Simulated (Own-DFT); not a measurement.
# Response to strain: zincblende GaAs, 64 atoms (As32Ga32)

These are calculations, not measurements. The program, named Own-DFT, is a retired in-house plane-wave density functional code that no person has reviewed. Each row is one single-point run on a periodic cell that was not relaxed, without spin or spin-orbit coupling.

Settings of every run: PBE; PseudoDojo norm-conserving scalar-relativistic files; cutoff 42 hartree; 3 x 3 x 3 k mesh centred on Gamma; Fermi-Dirac smearing of 0.1 eV.

Known limits: forces not confirmed at this smearing and k mesh; stress not checked against mesh or cutoff.

Unstrained cell vectors in Å: (11.307, 0.000, 0.000); (0.000, 11.307, 0.000); (0.000, 0.000, 11.307). The unstrained cell has measured lattice constants (interpolated for alloys), not those of this functional. That, the random moves and any unrelaxed bonds set the pressure at no strain. Each run strains this cell uniformly, with the atoms carried along. Every atom was also moved at random, by a Gaussian of width 0.05 Å on each axis. Strain is the symmetric tensor, in per cent. Stress is positive in tension, and the pressure is minus a third of its trace.

| run | e_xx (%) | e_yy (%) | e_zz (%) | e_yz (%) | e_xz (%) | e_xy (%) | s_xx (GPa) | s_yy (GPa) | s_zz (GPa) | s_yz (GPa) | s_xz (GPa) | s_xy (GPa) | P (GPa) | E (meV/atom) |
|---|---|---|---|---|---|---|---|---|---|---|---|---|---|---|
| 1 | -1.77 | 0.89 | 0.64 | -0.89 | 1.51 | -1.90 | -5.47 | -3.93 | -3.90 | -1.03 | 2.10 | -3.11 | 4.43 | 28.4 |
| 2 | -0.73 | -1.03 | 1.51 | -1.95 | -0.05 | 1.58 | -4.69 | -4.96 | -3.34 | -2.87 | -0.11 | 2.02 | 4.33 | 28.2 |
| 3 | -0.75 | 0.74 | 0.21 | 1.09 | -1.74 | 1.37 | -4.95 | -4.13 | -4.21 | 2.42 | -3.38 | 2.26 | 4.43 | 46.0 |
| 4 | 0.85 | 0.01 | 0.99 | 1.77 | 0.75 | -0.16 | -2.71 | -3.17 | -2.66 | 3.34 | 1.47 | -0.14 | 2.85 | 14.3 |
| 5 | 0.53 | 0.13 | -1.93 | -0.98 | 1.49 | -0.92 | -4.74 | -4.96 | -6.10 | -2.50 | 2.59 | -1.36 | 5.27 | 33.4 |
| 6 | -0.91 | 0.77 | 1.43 | 0.49 | 1.97 | 0.96 | -3.94 | -2.93 | -2.61 | 0.68 | 2.51 | 1.82 | 3.16 | 14.8 |
| 7 | 0.68 | -0.01 | -0.63 | 0.60 | 0.86 | 0.42 | -3.64 | -4.05 | -4.28 | 0.99 | 1.72 | 0.49 | 3.99 | 14.0 |
| 8 | 0.92 | 0.40 | 1.49 | 0.89 | -0.71 | 0.67 | -1.94 | -2.23 | -1.61 | 1.16 | -0.96 | 0.68 | 1.93 | 0.0 |
| 9 | 0.43 | 1.51 | -1.64 | -0.13 | -0.89 | 1.68 | -3.82 | -3.11 | -4.94 | -0.19 | -1.55 | 2.65 | 3.96 | 24.0 |
| 10 | -0.08 | -1.54 | -1.49 | 0.34 | 1.04 | 0.39 | -6.19 | -6.99 | -7.23 | 1.06 | 2.14 | 0.48 | 6.80 | 47.7 |
| 11 | -1.84 | 1.97 | -0.44 | 1.18 | -0.56 | 1.79 | -5.21 | -3.12 | -4.68 | 1.06 | -0.52 | 2.96 | 4.34 | 24.1 |
| 12 | 0.36 | 0.62 | 1.14 | 0.69 | 0.91 | 0.38 | -2.66 | -2.61 | -2.27 | 1.27 | 1.60 | -0.20 | 2.51 | 11.6 |
| 13 | 0.64 | 0.54 | -1.23 | -1.38 | 0.93 | 0.75 | -3.87 | -3.97 | -4.82 | -2.45 | 2.01 | 1.80 | 4.22 | 22.0 |
| 14 | 0.27 | 0.08 | -1.51 | -0.22 | 0.80 | -0.52 | -4.86 | -4.91 | -5.82 | -0.58 | 0.99 | -0.34 | 5.20 | 39.2 |
| 15 | 1.18 | 0.78 | -0.48 | -1.84 | -0.01 | -1.16 | ? | ? | ? | ? | ? | ? | ? | ? |

E is the free energy for each atom above the lowest run shown.

## Worked fit

Each stress component was fitted by least squares to a constant and the strains of the runs shown, as fractions, with shears doubled. Shear strains stay in the fit of a normal stress only where such slopes are resolved. The slopes, in GPa:

```
stress  at no strain  per e_xx  per e_yy  per e_zz  scatter
  s_xx          -4.2   118 ± 6    62 ± 6    62 ± 4     0.18
  s_yy          -4.2    62 ± 5   119 ± 5    60 ± 4     0.16
  s_zz          -4.2    64 ± 5    64 ± 5   120 ± 4     0.16
```

Each shear stress against twice its own strain: yz 85 ± 7, xz 83 ± 8, xy 81 ± 7 GPa. These are stiffnesses along x, y and z of the frame in which the cell vectors are given, which need not be the crystal's axes. The atoms are held to the strained lattice; where symmetry lets them move under strain, relaxing them would lower some slopes. The table should be nearly symmetric about its diagonal, and what it lacks of that shows the noise. A ninth of its sum, 81 ± 2 GPa, estimates the bulk modulus near the mean pressure of these runs, 4.1 GPa, so it lies above the value at zero pressure.

## Withheld run

Question: what normal stresses and pressure should run 15 give?

The fit gives s_xx = -2.6, s_yy = -2.9, s_zz = -3.5 and P = 3.0 GPa. The calculation gave -2.58, -3.02, -3.56 and P = 3.05 GPa.
